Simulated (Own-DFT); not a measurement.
# Computed records: Hf₃₆O₇₁ (tetragonal hafnia with one neutral oxygen vacancy, atoms displaced)

A calculation, not a measurement: plane-wave PBE and HSE06 DFT by an unreviewed code, no spin, of a simulated cell at Gamma alone, so results move with cell size and shape, stress positive in tension, energies less offsets, not probed for a lower state with spin; hafnium file: forces about 75 meV/angstrom off all-electron values; oxygen file: force components 24 meV/angstrom off all-electron in a glass; k mesh not checked against a denser one; forces and stress are PBE's, HSE06 gives the energy alone, and its difference from PBE has offsets of its own; offsets are fitted by least squares, one for each functional and potential file, so energies compare only between cells with the same atoms and settings and are not formation energies; the far tail of each file's local potential was reset to the Coulomb form; each entry is a single point on an unrelaxed cell, so the pressure reflects the starting lattice, taken from the Materials Project, from which strain is counted, and rises with the displacements; printed positions are rounded, which can move forces by about a meV/angstrom; the program is a retired in-house code; no spin-orbit coupling. Program: Own-DFT development build.

Settings shared by all entries: first functional PBE; second functional HSE06; exact exchange share 0.25; screening 0.11 1/bohr; exchange divergence Gygi-Baldereschi; potential files PseudoDojo norm-conserving, scalar-relativistic, made for PBE, standard set; wave cutoff 48 hartree; occupations fixed; k mesh 1 x 1 x 1 centred on Gamma.

(1) 
```cif
# cell vector a (Å): 10.7800 0.0000 0.0000
# cell vector b (Å): 0.0000 10.7800 0.0000
# cell vector c (Å): 0.0000 0.0000 10.4493
data_Hf36O71
_symmetry_space_group_name_H-M 'P 1'
_symmetry_Int_Tables_number 1
_cell_length_a 10.7800
_cell_length_b 10.7800
_cell_length_c 10.4493
_cell_angle_alpha 90.000
_cell_angle_beta 90.000
_cell_angle_gamma 90.000
_cell_volume 1214.30
loop_
_atom_site_label
_atom_site_type_symbol
_atom_site_fract_x
_atom_site_fract_y
_atom_site_fract_z
_atom_site_occupancy
Hf1 Hf 0.99702 0.99859 0.99104 1
Hf2 Hf 0.17415 0.18198 0.26101 1
O1 O 0.00189 0.15934 0.13983 1
O2 O 0.17641 0.99968 0.35144 1
O3 O 0.99924 0.16664 0.40588 1
O4 O 0.17409 0.00719 0.09427 1
Hf3 Hf 0.99981 0.99736 0.51059 1
Hf4 Hf 0.17502 0.16256 0.73892 1
O5 O 0.01300 0.16187 0.63593 1
O6 O 0.16866 0.00165 0.86411 1
O7 O 0.00053 0.16433 0.91197 1
O8 O 0.17014 0.99317 0.59876 1
Hf5 Hf 0.01286 0.33353 0.00713 1
Hf6 Hf 0.15686 0.49969 0.24784 1
O9 O 0.00026 0.50083 0.15274 1
O10 O 0.16796 0.33256 0.34215 1
O11 O 0.01457 0.48519 0.39810 1
O12 O 0.17149 0.34288 0.10046 1
Hf7 Hf 0.99560 0.33873 0.49569 1
Hf8 Hf 0.16008 0.50399 0.75397 1
O13 O 0.99776 0.50018 0.64234 1
O14 O 0.16741 0.33929 0.85099 1
O15 O 0.99200 0.50562 0.89139 1
O16 O 0.17504 0.34289 0.58916 1
Hf9 Hf 0.99768 0.67883 0.98983 1
Hf10 Hf 0.16417 0.84498 0.24503 1
O17 O 0.00508 0.84494 0.15393 1
O18 O 0.17955 0.67136 0.33576 1
O19 O 0.00794 0.81960 0.39908 1
O20 O 0.16316 0.67156 0.09101 1
Hf11 Hf 0.00657 0.66109 0.51321 1
Hf12 Hf 0.16984 0.82196 0.74498 1
O21 O 0.99149 0.82620 0.65535 1
O22 O 0.17881 0.67248 0.85419 1
O23 O 0.99587 0.82986 0.90658 1
O24 O 0.17599 0.66390 0.60257 1
Hf13 Hf 0.33333 0.00409 0.00116 1
Hf14 Hf 0.49046 0.16343 0.24318 1
O25 O 0.33759 0.15450 0.14573 1
O26 O 0.51309 0.00518 0.34426 1
O27 O 0.33547 0.15725 0.39659 1
O28 O 0.49258 0.00818 0.10426 1
Hf15 Hf 0.33616 0.99804 0.50331 1
Hf16 Hf 0.50896 0.16525 0.74883 1
O29 O 0.32729 0.16233 0.66127 1
O30 O 0.48925 0.00213 0.84040 1
O31 O 0.34235 0.16676 0.90621 1
O32 O 0.50049 0.99716 0.59913 1
Hf17 Hf 0.32144 0.33306 0.01702 1
Hf18 Hf 0.49878 0.50261 0.25058 1
O33 O 0.32755 0.50908 0.14178 1
O34 O 0.49530 0.34409 0.33839 1
O35 O 0.32937 0.49233 0.39367 1
O36 O 0.50188 0.33452 0.09311 1
Hf19 Hf 0.32686 0.32613 0.50438 1
Hf20 Hf 0.52007 0.50291 0.74662 1
O37 O 0.32353 0.48715 0.64781 1
O38 O 0.49940 0.32753 0.84973 1
O39 O 0.33269 0.49755 0.89806 1
O40 O 0.48201 0.33466 0.59763 1
Hf21 Hf 0.34202 0.65369 0.99319 1
Hf22 Hf 0.51328 0.83715 0.25536 1
O41 O 0.33288 0.82438 0.16320 1
O42 O 0.49772 0.67753 0.34103 1
O43 O 0.33608 0.84945 0.40841 1
O44 O 0.51250 0.65589 0.10083 1
Hf23 Hf 0.33553 0.66238 0.51145 1
Hf24 Hf 0.50318 0.83364 0.74939 1
O45 O 0.33112 0.84041 0.64987 1
O46 O 0.49203 0.66421 0.85677 1
O47 O 0.34888 0.82759 0.89576 1
O48 O 0.50302 0.66413 0.60310 1
Hf25 Hf 0.67656 0.00486 0.01626 1
Hf26 Hf 0.84561 0.16073 0.24515 1
O49 O 0.83124 0.01391 0.34617 1
O50 O 0.65302 0.16075 0.39878 1
O51 O 0.82619 0.00522 0.09936 1
Hf27 Hf 0.65249 0.01220 0.49404 1
Hf28 Hf 0.82081 0.16543 0.75293 1
O52 O 0.66799 0.17605 0.64565 1
O53 O 0.83058 0.99025 0.83698 1
O54 O 0.67205 0.17953 0.90852 1
O55 O 0.84108 0.99652 0.61048 1
Hf29 Hf 0.67265 0.33492 0.99097 1
Hf30 Hf 0.83990 0.50509 0.26211 1
O56 O 0.65921 0.49290 0.15297 1
O57 O 0.83670 0.33858 0.32863 1
O58 O 0.66571 0.49451 0.39451 1
O59 O 0.83064 0.34125 0.10722 1
Hf31 Hf 0.66098 0.34002 0.50740 1
Hf32 Hf 0.82053 0.49278 0.74897 1
O60 O 0.66129 0.50800 0.64180 1
O61 O 0.83635 0.32563 0.85339 1
O62 O 0.65767 0.51041 0.89055 1
O63 O 0.83125 0.33855 0.59691 1
Hf33 Hf 0.66423 0.65768 0.99608 1
Hf34 Hf 0.82818 0.83093 0.25206 1
O64 O 0.65884 0.83494 0.16367 1
O65 O 0.82673 0.67071 0.36294 1
O66 O 0.67283 0.82944 0.40540 1
O67 O 0.84081 0.65630 0.09853 1
Hf35 Hf 0.66616 0.66678 0.51337 1
Hf36 Hf 0.83121 0.81935 0.75117 1
O68 O 0.66432 0.83650 0.65034 1
O69 O 0.83618 0.66466 0.85622 1
O70 O 0.67050 0.84817 0.89582 1
O71 O 0.83019 0.66268 0.59751 1
_calc_PBE_energy_of_cell_above_offsets '-85.563'  # eV
_calc_HSE06_less_PBE_above_offsets '0.719'  # eV
_calc_PBE_pressure 5.33  # GPa
_calc_PBE_stress_xx -7.51  # GPa
_calc_PBE_stress_yy -3.51  # GPa
_calc_PBE_stress_zz -4.96  # GPa
_calc_PBE_stress_yz 0.6  # GPa
_calc_PBE_stress_xz 1.36  # GPa
_calc_PBE_stress_xy 0.1  # GPa
```

Force:
```
element  x (eV/Å)  y (eV/Å)  z (eV/Å)
     Hf     2.516     0.726      1.48
     Hf    -0.608    -6.689    -1.927
      O     0.814     1.091     1.581
      O    -1.303     1.772    -0.118
      O     0.232      0.45    -1.136
      O    -1.798     -0.79     0.732
     Hf     0.109     0.331    -1.243
     Hf    -3.372     -0.39     3.685
      O    -1.204     0.779     1.737
      O    -0.574    -0.841    -2.742
      O    -0.584     1.207    -1.576
      O    -0.884     -0.05     0.829
     Hf    -3.263     0.058    -1.419
     Hf     2.996     3.467     0.035
      O    -0.334    -0.829    -0.268
      O     0.031     1.546     1.563
      O     -0.76     3.994    -0.521
      O    -3.029     -0.88     2.771
     Hf     0.789    -3.354     1.401
     Hf     1.669    -1.112     0.493
      O    -0.537     0.124     0.718
      O     -0.73    -1.091    -0.039
      O     0.597    -0.721      0.35
      O    -4.221    -0.904     1.264
     Hf     1.649    -4.141     3.506
     Hf     2.196    -1.134     0.457
      O    -3.159     0.203    -0.932
      O    -0.475    -1.033     1.434
      O    -0.749      1.09     1.291
      O    -0.665    -0.403     -0.68
     Hf     -0.56     1.227    -2.358
     Hf     1.009     2.801     1.304
      O     2.297    -0.959    -0.496
      O    -1.175    -1.052    -1.317
      O    -0.107     2.485    -2.572
      O        -2     0.537     0.691
     Hf    -0.256    -1.595    -1.246
     Hf     2.763     1.328     0.352
      O    -2.585     2.502     0.763
      O    -0.176    -0.941     1.051
      O     0.041     1.874       0.1
      O     2.654    -0.403    -0.417
     Hf    -1.486    -0.348    -0.522
     Hf    -3.144     0.292     2.004
      O     3.675     0.206    -2.292
      O     1.176     0.409     -0.27
      O     -0.83     1.158    -0.051
      O     0.288     0.774      0.32
     Hf     6.096     0.206    -4.699
     Hf    -0.762     1.023    -0.971
      O     0.476    -0.897     0.817
      O     0.227    -2.993     1.133
      O     0.097     1.051     1.642
      O    -0.534    -0.705     0.058
     Hf     1.405       1.9    -2.859
     Hf    -7.608    -1.211     2.814
      O     1.591     2.162     0.655
      O     1.637     1.359    -1.734
      O    -0.244    -1.226    -0.119
      O     4.265    -0.198     0.654
     Hf    -1.104      2.07     2.174
     Hf    -6.029     0.216     0.955
      O     1.408     0.499    -0.646
      O    -0.023    -2.144     2.124
      O     0.678    -2.914     0.332
      O    -0.944      0.71    -0.969
     Hf     0.412     -0.36    -3.938
     Hf    -1.479     0.934     1.957
      O     0.821    -1.215     0.333
      O     1.848    -0.293    -1.759
      O    -0.766     0.771     0.657
      O     -1.08    -0.157     0.747
     Hf    -4.614     0.168    -2.378
     Hf     -0.87     2.488    -0.811
      O      0.14    -3.443      0.84
      O     0.749     4.334     0.129
      O     2.943    -0.307     1.173
     Hf     2.373    -2.889     0.023
     Hf     3.036    -2.201     0.046
      O    -0.235    -0.209    -0.014
      O     0.553     2.258     1.701
      O     0.219    -4.643    -1.752
      O    -1.327      0.82    -1.577
     Hf    -1.067     1.959     4.221
     Hf    -1.984     0.362    -2.984
      O     2.318     0.799    -0.696
      O     0.313    -2.018     3.252
      O     0.189     0.842     1.975
      O     0.882    -0.698    -2.499
     Hf    -1.518    -1.268    -3.361
     Hf     4.022     0.448     1.134
      O     2.476    -1.553    -0.816
      O    -0.569     2.076    -1.193
      O      1.39    -2.462    -1.455
      O    -0.586     0.344     0.451
     Hf     0.286     2.463     2.289
     Hf      1.42    -0.002     1.392
      O     4.658     0.359    -3.303
      O     0.787    -0.834    -0.996
      O    -0.196     1.287     0.208
      O    -1.617     1.358     0.668
     Hf      0.41      1.63    -4.061
     Hf    -1.637      2.26    -0.222
      O     0.804    -1.307    -0.034
      O    -1.097    -0.984    -1.351
      O    -0.703    -2.375     1.252
      O     0.734    -0.417     1.622
```

(2) 
```cif
# cell vector a (Å): 10.7800 0.0000 0.0000
# cell vector b (Å): 0.0000 10.7800 0.0000
# cell vector c (Å): 0.0000 0.0000 10.4493
data_Hf36O71
_symmetry_space_group_name_H-M 'P 1'
_symmetry_Int_Tables_number 1
_cell_length_a 10.7800
_cell_length_b 10.7800
_cell_length_c 10.4493
_cell_angle_alpha 90.000
_cell_angle_beta 90.000
_cell_angle_gamma 90.000
_cell_volume 1214.30
loop_
_atom_site_label
_atom_site_type_symbol
_atom_site_fract_x
_atom_site_fract_y
_atom_site_fract_z
_atom_site_occupancy
Hf1 Hf 0.00290 0.99292 0.99774 1
Hf2 Hf 0.16943 0.16422 0.24514 1
O1 O 0.99808 0.16444 0.15187 1
O2 O 0.16236 0.00120 0.34180 1
O3 O 0.00109 0.17082 0.39746 1
O4 O 0.16159 0.99940 0.08715 1
Hf3 Hf 0.99862 0.99658 0.50419 1
Hf4 Hf 0.17353 0.16591 0.74199 1
O5 O 0.99882 0.17055 0.65304 1
O6 O 0.16444 0.00131 0.84552 1
O7 O 0.00896 0.16791 0.89933 1
O8 O 0.16675 0.99435 0.59919 1
Hf5 Hf 0.99848 0.33190 0.00115 1
Hf6 Hf 0.15739 0.50362 0.24793 1
O9 O 0.00100 0.49434 0.14965 1
O10 O 0.16022 0.33384 0.34815 1
O11 O 0.00345 0.50815 0.40228 1
O12 O 0.16708 0.33555 0.10176 1
Hf7 Hf 0.00521 0.33006 0.50045 1
Hf8 Hf 0.16789 0.49987 0.74610 1
O13 O 0.00329 0.50035 0.64963 1
O14 O 0.16892 0.33393 0.86226 1
O15 O 0.99314 0.49613 0.90032 1
O16 O 0.17143 0.33387 0.60655 1
Hf9 Hf 0.00013 0.66787 0.00523 1
Hf10 Hf 0.16421 0.83178 0.24972 1
O17 O 0.00870 0.83237 0.14992 1
O18 O 0.16582 0.66327 0.35161 1
O19 O 0.00186 0.83570 0.40337 1
O20 O 0.15994 0.66797 0.09988 1
Hf11 Hf 0.00210 0.66614 0.50313 1
Hf12 Hf 0.16324 0.83497 0.75298 1
O21 O 0.99739 0.82497 0.65977 1
O22 O 0.16562 0.66851 0.85760 1
O23 O 0.99399 0.82124 0.90252 1
O24 O 0.16818 0.66579 0.59234 1
Hf13 Hf 0.32950 0.00058 0.00991 1
Hf14 Hf 0.49803 0.16950 0.25718 1
O25 O 0.33214 0.16540 0.15652 1
O26 O 0.49505 0.00844 0.35534 1
O27 O 0.33514 0.16072 0.40461 1
O28 O 0.50022 0.99953 0.09716 1
Hf15 Hf 0.33973 0.00058 0.49656 1
Hf16 Hf 0.50033 0.16442 0.75071 1
O29 O 0.33646 0.16518 0.65786 1
O30 O 0.50366 0.99849 0.84798 1
O31 O 0.33189 0.17111 0.90379 1
Hf17 Hf 0.33199 0.33763 0.99737 1
Hf18 Hf 0.49594 0.49533 0.25321 1
O32 O 0.33557 0.49931 0.14368 1
O33 O 0.50158 0.34068 0.34005 1
O34 O 0.33359 0.50226 0.39880 1
O35 O 0.50149 0.34140 0.09783 1
Hf19 Hf 0.33900 0.32545 0.49755 1
Hf20 Hf 0.50275 0.49885 0.74511 1
O36 O 0.33184 0.49730 0.65494 1
O37 O 0.49936 0.33897 0.84479 1
O38 O 0.33082 0.50102 0.89646 1
O39 O 0.50583 0.32484 0.59647 1
Hf21 Hf 0.33348 0.66847 0.99593 1
Hf22 Hf 0.49686 0.83646 0.24965 1
O40 O 0.32152 0.83204 0.15052 1
O41 O 0.48984 0.66628 0.35190 1
O42 O 0.33095 0.83567 0.40539 1
O43 O 0.49631 0.67339 0.09845 1
Hf23 Hf 0.33817 0.66571 0.50189 1
Hf24 Hf 0.49829 0.83160 0.74868 1
O44 O 0.33160 0.82545 0.65054 1
O45 O 0.49998 0.66635 0.85277 1
O46 O 0.33311 0.83754 0.90848 1
O47 O 0.49380 0.66208 0.59648 1
Hf25 Hf 0.65838 0.99593 0.98905 1
Hf26 Hf 0.83746 0.17348 0.24541 1
O48 O 0.65997 0.16482 0.14838 1
O49 O 0.83539 0.99882 0.35771 1
O50 O 0.67485 0.17045 0.40415 1
O51 O 0.84340 0.99894 0.09712 1
Hf27 Hf 0.66356 0.99446 0.49573 1
Hf28 Hf 0.83282 0.17135 0.75756 1
O52 O 0.66923 0.16835 0.65692 1
O53 O 0.84026 0.99597 0.84925 1
O54 O 0.66801 0.17080 0.90652 1
O55 O 0.83572 0.99764 0.59647 1
Hf29 Hf 0.66340 0.34371 0.00166 1
Hf30 Hf 0.83191 0.49440 0.24975 1
O56 O 0.67072 0.50097 0.15340 1
O57 O 0.82672 0.33232 0.35613 1
O58 O 0.66496 0.49878 0.39533 1
O59 O 0.83968 0.33521 0.10077 1
Hf31 Hf 0.66465 0.33459 0.50026 1
Hf32 Hf 0.82654 0.50253 0.75161 1
O60 O 0.67232 0.50098 0.65624 1
O61 O 0.83470 0.33191 0.85185 1
O62 O 0.66702 0.49038 0.90639 1
O63 O 0.83519 0.33319 0.59569 1
Hf33 Hf 0.66446 0.65927 0.99232 1
Hf34 Hf 0.83523 0.83697 0.25288 1
O64 O 0.66944 0.83820 0.15569 1
O65 O 0.83229 0.66225 0.35026 1
O66 O 0.67071 0.83516 0.40613 1
O67 O 0.83384 0.66780 0.10368 1
Hf35 Hf 0.66548 0.67082 0.50751 1
Hf36 Hf 0.83056 0.82517 0.74909 1
O68 O 0.66710 0.82793 0.65103 1
O69 O 0.83520 0.66936 0.85145 1
O70 O 0.66876 0.83199 0.89484 1
O71 O 0.83412 0.67158 0.59713 1
_calc_PBE_energy_of_cell_above_offsets '-97.343'  # eV
_calc_HSE06_less_PBE_above_offsets '0.037'  # eV
_calc_PBE_pressure 1.55  # GPa
_calc_PBE_stress_xx -2.22  # GPa
_calc_PBE_stress_yy -0.84  # GPa
_calc_PBE_stress_zz -1.59  # GPa
_calc_PBE_stress_yz 0  # GPa
_calc_PBE_stress_xz -0.26  # GPa
_calc_PBE_stress_xy -0.02  # GPa
```

Force:
```
element  x (eV/Å)  y (eV/Å)  z (eV/Å)
     Hf    -2.014     0.805    -1.389
     Hf    -2.433     1.134     0.616
      O     1.111     0.315    -0.169
      O     0.467     0.024    -0.018
      O    -0.166    -0.858     0.676
      O     1.509     0.537     1.687
     Hf    -0.428     1.129    -0.814
     Hf    -2.644     0.671     2.545
      O     0.638    -0.049    -0.387
      O     0.264    -0.631     -0.27
      O    -0.764    -0.435     0.546
      O     0.573     0.449    -0.332
     Hf     1.693    -0.058    -1.007
     Hf     1.406    -0.498     0.219
      O    -0.875     0.309     0.269
      O      0.84    -0.388     0.315
      O    -0.196     -1.86    -0.252
      O     0.249    -0.495     0.039
     Hf    -0.494     0.494    -0.018
     Hf    -0.704    -0.246     1.783
      O    -1.027     0.227      0.36
      O     0.201     0.298     -2.01
      O      0.07     0.808     0.287
      O      0.51    -0.536    -0.929
     Hf    -0.425    -1.431    -0.415
     Hf    -0.379     -0.82     1.378
      O    -1.729     0.116     0.172
      O     0.143       1.2    -0.697
      O     -0.09    -0.658     0.161
      O     1.574    -0.578     0.414
     Hf     0.191     0.081    -0.734
     Hf     0.135    -0.489     0.016
      O     0.704     0.416    -0.654
      O     0.398     -0.23    -1.342
      O     0.584     1.924    -0.199
      O     0.217    -0.106     1.112
     Hf     0.147     0.479     -1.55
     Hf      1.61      0.13    -2.053
      O     1.137     -0.29    -0.269
      O     0.657    -1.535    -0.034
      O    -0.121     1.752    -0.295
      O    -0.797    -0.582     0.613
     Hf    -0.716    -1.771     1.432
     Hf     1.212     0.685     0.807
      O     0.913    -0.335    -1.699
      O     0.071    -0.107    -0.744
      O     0.622    -1.353     0.129
     Hf    -1.074      0.77     0.185
     Hf    -0.241     2.899    -1.659
      O    -0.609     0.365     0.735
      O    -0.586     -2.98     2.164
      O     0.368    -1.723     0.723
      O    -0.404    -0.305    -0.074
     Hf    -1.395     2.196     0.305
     Hf    -1.944     0.094     0.771
      O     1.432     -0.09    -0.804
      O     0.169    -0.624    -0.159
      O     0.501     0.499     0.158
      O    -1.552     0.686     0.036
     Hf    -1.139    -0.956     0.763
     Hf      0.01    -1.236    -0.585
      O     2.115     0.622     0.327
      O      0.79     1.083    -0.616
      O       0.5     0.298     -0.39
      O     1.118      0.31    -0.207
     Hf    -2.091     0.075    -1.473
     Hf    -0.476     0.312     0.181
      O     0.715     0.669     0.886
      O     0.472    -0.649     -0.79
      O     0.387     0.062    -0.788
      O     2.318    -0.164     1.409
     Hf     2.074     1.059     1.539
     Hf     -0.96    -1.207     0.607
      O       0.5     0.105     1.264
      O    -0.272     0.459    -1.333
      O    -1.393    -0.867     0.105
      O    -1.667    -0.233     0.312
     Hf     1.589     2.109     1.175
     Hf     0.814    -1.195    -0.428
      O    -0.795    -0.615    -0.032
      O    -0.596      0.38    -0.585
      O    -0.286     -0.46    -0.403
      O    -1.062    -0.345     0.284
     Hf     0.638    -4.286      2.09
     Hf     0.502      1.04     0.789
      O    -1.069     0.019    -0.876
      O     0.764     0.532    -1.166
      O    -0.416     0.622     1.545
      O    -1.895    -0.316     0.551
     Hf     2.823    -0.405    -0.753
     Hf     4.152    -1.091     0.634
      O    -1.939     0.349    -0.984
      O     -0.42     0.887    -0.255
      O     0.215     3.606    -2.317
      O    -0.595     0.375     0.478
     Hf     0.543     1.589     2.225
     Hf     0.486    -0.433    -0.433
      O    -0.944      0.14     0.138
      O    -0.217     0.895    -0.144
      O    -0.819    -0.922    -0.655
      O    -0.581    -0.016     -0.87
     Hf     0.786    -0.795    -1.975
     Hf     0.941     1.976     0.552
      O    -1.449     0.183    -0.396
      O    -1.438    -1.791    -0.166
      O     -0.44    -0.735     0.427
      O    -0.802    -0.462     0.667
```
